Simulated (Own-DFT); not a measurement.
## Calculated data, Si₁₂O₂₃ (quartz with two neutral oxygen vacancies, atoms displaced)

A calculation, not a measurement: plane-wave PBE and HSE06 DFT by an unreviewed code, no spin, of a simulated cell at Gamma alone, so results move with cell size and shape, stress positive in tension, energies less offsets, not probed for a lower state with spin; oxygen file: force components 24 meV/angstrom off all-electron in a glass; k mesh not checked against a denser one; forces and stress are PBE's, HSE06 gives the energy alone, and its difference from PBE has offsets of its own; offsets are fitted by least squares, one for each functional and potential file, so energies compare only between cells with the same atoms and settings and are not formation energies; the far tail of each file's local potential was reset to the Coulomb form; each entry is a single point on an unrelaxed cell, so the pressure reflects the starting lattice, mostly measured values (interpolated for alloys), from which strain is counted, and rises with the displacements; printed positions are rounded, which can move forces by about a meV/angstrom; the program, named Own-DFT, is a retired in-house code; no spin-orbit coupling. Program: Own-DFT development build.

```cif
# cell vector a (Å): 9.8268 0.0000 0.0000
# cell vector b (Å): -4.9134 8.5103 0.0000
# cell vector c (Å): 0.0000 0.0000 10.8104
data_Si12O23
_symmetry_space_group_name_H-M 'P 1'
_symmetry_Int_Tables_number 1
_cell_length_a 9.8268
_cell_length_b 9.8268
_cell_length_c 10.8104
_cell_angle_alpha 90.000
_cell_angle_beta 90.000
_cell_angle_gamma 120.000
_cell_volume 904.06
loop_
_atom_site_label
_atom_site_type_symbol
_atom_site_fract_x
_atom_site_fract_y
_atom_site_fract_z
_atom_site_occupancy
Si1 Si 0.25371 0.00602 0.99868 1
Si2 Si 0.00954 0.24542 0.34002 1
Si3 Si 0.26190 0.26733 0.17094 1
O1 O 0.21092 0.13667 0.05189 1
O2 O 0.41663 0.29072 0.23437 1
O3 O 0.37237 0.07524 0.39782 1
O4 O 0.08148 0.36036 0.44380 1
O5 O 0.13479 0.20459 0.25803 1
O6 O 0.29479 0.42331 0.10803 1
Si4 Si 0.25154 0.01684 0.51130 1
Si5 Si 0.00092 0.23080 0.82449 1
Si6 Si 0.24478 0.26354 0.66104 1
O7 O 0.20282 0.12871 0.56892 1
O8 O 0.43997 0.29584 0.72529 1
O9 O 0.36680 0.08191 0.89879 1
O10 O 0.08921 0.38046 0.93568 1
O11 O 0.13069 0.20941 0.77401 1
O12 O 0.29802 0.42630 0.61100 1
Si7 Si 0.23515 0.47567 0.99743 1
Si8 Si 0.01459 0.75261 0.34161 1
Si9 Si 0.26854 0.76283 0.17284 1
O13 O 0.20445 0.61272 0.06617 1
O14 O 0.43446 0.79596 0.22557 1
O15 O 0.38167 0.58883 0.38534 1
O16 O 0.08725 0.86163 0.43818 1
O17 O 0.15250 0.72503 0.26875 1
O18 O 0.29602 0.92296 0.10627 1
Si10 Si 0.23819 0.50692 0.51622 1
Si11 Si 0.01901 0.75165 0.82969 1
Si12 Si 0.25710 0.77122 0.68363 1
O19 O 0.19901 0.63844 0.56581 1
O20 O 0.42323 0.78350 0.71720 1
O21 O 0.36774 0.57852 0.89705 1
O22 O 0.06501 0.86908 0.94267 1
O23 O 0.13180 0.70375 0.77336 1
O24 O 0.28867 0.92903 0.60294 1
Si13 Si 0.73486 0.99047 0.99459 1
Si14 Si 0.49960 0.22433 0.33926 1
Si15 Si 0.78057 0.27804 0.17194 1
O25 O 0.71787 0.12588 0.06206 1
O26 O 0.93357 0.31038 0.21687 1
O27 O 0.88414 0.07344 0.40142 1
O28 O 0.56039 0.36083 0.43126 1
O29 O 0.64181 0.21637 0.26709 1
O30 O 0.79599 0.41758 0.10794 1
Si16 Si 0.73850 0.99576 0.51413 1
Si17 Si 0.51754 0.24217 0.83459 1
Si18 Si 0.76442 0.26803 0.66540 1
O31 O 0.70595 0.12277 0.55889 1
O32 O 0.90824 0.27932 0.72053 1
O33 O 0.87277 0.08714 0.87991 1
O34 O 0.62512 0.19459 0.76964 1
O35 O 0.79941 0.43555 0.61430 1
Si19 Si 0.73265 0.49142 0.00263 1
Si20 Si 0.49644 0.74175 0.31764 1
Si21 Si 0.74488 0.74436 0.17741 1
O36 O 0.91838 0.78953 0.22761 1
O37 O 0.86957 0.56710 0.39782 1
O38 O 0.57885 0.85201 0.43933 1
O39 O 0.63484 0.72871 0.27257 1
O40 O 0.80221 0.93260 0.10264 1
Si22 Si 0.73957 0.51142 0.49773 1
Si23 Si 0.49139 0.72719 0.83990 1
Si24 Si 0.76339 0.75997 0.65805 1
O41 O 0.70170 0.63319 0.55781 1
O42 O 0.93558 0.79379 0.73798 1
O43 O 0.86237 0.57125 0.89504 1
O44 O 0.57565 0.85981 0.94303 1
O45 O 0.61895 0.69658 0.77835 1
O46 O 0.78509 0.92388 0.60408 1
_calc_first_functional 'PBE'
_calc_second_functional 'HSE06'
_calc_exact_exchange_share 0.25
_calc_screening 0.11  # 1/bohr
_calc_exchange_divergence 'Gygi-Baldereschi'
_calc_potential_files 'PseudoDojo norm-conserving, scalar-relativistic, made for PBE, standard set'
_calc_wave_cutoff 48  # hartree
_calc_occupations 'fixed'
_calc_k_mesh '1 x 1 x 1 centred on Gamma'
_calc_PBE_energy_of_cell_above_offsets '-1.499'  # eV
_calc_HSE06_less_PBE_above_offsets '0.357'  # eV
_calc_PBE_pressure 15.86  # GPa
_calc_PBE_stress_xx -18.96  # GPa
_calc_PBE_stress_yy -12  # GPa
_calc_PBE_stress_zz -16.61  # GPa
_calc_PBE_stress_yz 4.75  # GPa
_calc_PBE_stress_xz 1.78  # GPa
_calc_PBE_stress_xy 1.14  # GPa
```

Force:
| element | x (eV/Å) | y (eV/Å) | z (eV/Å) |
| --- | --- | --- | --- |
| Si | -7.293 | -3.088 | 5.299 |
| Si | -0.741 | -5.228 | -6.592 |
| Si | 7.015 | -0.724 | -6.886 |
| O | 0.299 | 0.751 | 1.174 |
| O | 2.635 | -0.554 | 1.042 |
| O | -1.16 | -3.774 | 1.835 |
| O | 1.103 | 4.867 | 4.474 |
| O | -8.807 | -2.824 | 8.217 |
| O | 1.709 | 0.813 | 0.973 |
| Si | -1.919 | -2.02 | -6.141 |
| Si | -4.443 | 6.429 | 2.08 |
| Si | 6.974 | -0.536 | 4.36 |
| O | -2.116 | 0.056 | -1.287 |
| O | -3.437 | -0.28 | -1.261 |
| O | 4.851 | 2.927 | -6.1 |
| O | -6.694 | -8.545 | -6.958 |
| O | 3.801 | -0.861 | -1.643 |
| O | -0.627 | 3.182 | -0.78 |
| Si | 1.895 | 9.255 | 4.142 |
| Si | -1.971 | -9.287 | -10.47 |
| Si | 4.052 | -0.59 | -9.109 |
| O | 0.044 | 2.1 | 1.381 |
| O | -7.107 | 4.408 | -8.426 |
| O | -3.491 | -5.537 | 4.3 |
| O | 1.256 | 9.049 | 9.164 |
| O | -7.227 | -2.229 | 7.443 |
| O | 0.823 | 0.023 | 0.034 |
| Si | -0.135 | 2.613 | -5.699 |
| Si | -2.445 | -4.456 | 8.43 |
| Si | 7.376 | 2.605 | -9.126 |
| O | 0.274 | -0.608 | 0.319 |
| O | -0.116 | 0.395 | 1.846 |
| O | -0.839 | -4.266 | 1.225 |
| O | 2.812 | 1.898 | 0.782 |
| O | -2.027 | -3.268 | 4.663 |
| O | 3.661 | -3.52 | 5.914 |
| Si | 1.775 | 3.773 | 1.058 |
| Si | 0.771 | 3.532 | -6.545 |
| Si | -3.475 | -8.177 | -3.263 |
| O | -1.245 | 2.177 | 0.99 |
| O | 9.571 | 0.485 | 6.222 |
| O | -0.841 | 0.607 | 0.473 |
| O | 2.16 | 5.234 | 4.715 |
| O | -2.032 | -1.471 | 2.56 |
| O | -2.569 | 5.611 | -3.383 |
| Si | -5.363 | 1.701 | -13.74 |
| Si | -3.95 | 2.311 | 3.072 |
| Si | -4.558 | -2.163 | -2.311 |
| O | -3.201 | 4.336 | 1.996 |
| O | 6.837 | 1.437 | 2.524 |
| O | -2.852 | -6.687 | 3.783 |
| O | 3.722 | -1.122 | -2.044 |
| O | -1.45 | 0.621 | -1.625 |
| Si | -1.741 | 0.134 | -0.37 |
| Si | 4.522 | -0.883 | 11.38 |
| Si | 6.751 | 2.47 | -9.436 |
| O | 2.125 | -0.268 | 2.297 |
| O | 1.859 | 2.971 | -2.132 |
| O | 0.334 | 2.884 | 1.541 |
| O | -0.543 | -2.138 | 3.519 |
| O | 1.584 | -3.384 | 1.253 |
| Si | -0.122 | -6.109 | 0.176 |
| Si | 0.798 | 3.972 | -3.233 |
| Si | -0.675 | 1.799 | 7.335 |
| O | -0.773 | -0.43 | -1.323 |
| O | -7.496 | 1.551 | -7.79 |
| O | 1.398 | 2.046 | -1.281 |
| O | -1.816 | -0.934 | -0.944 |
| O | 4.277 | 0.793 | -3.508 |
| O | 8.235 | -5.853 | 9.424 |
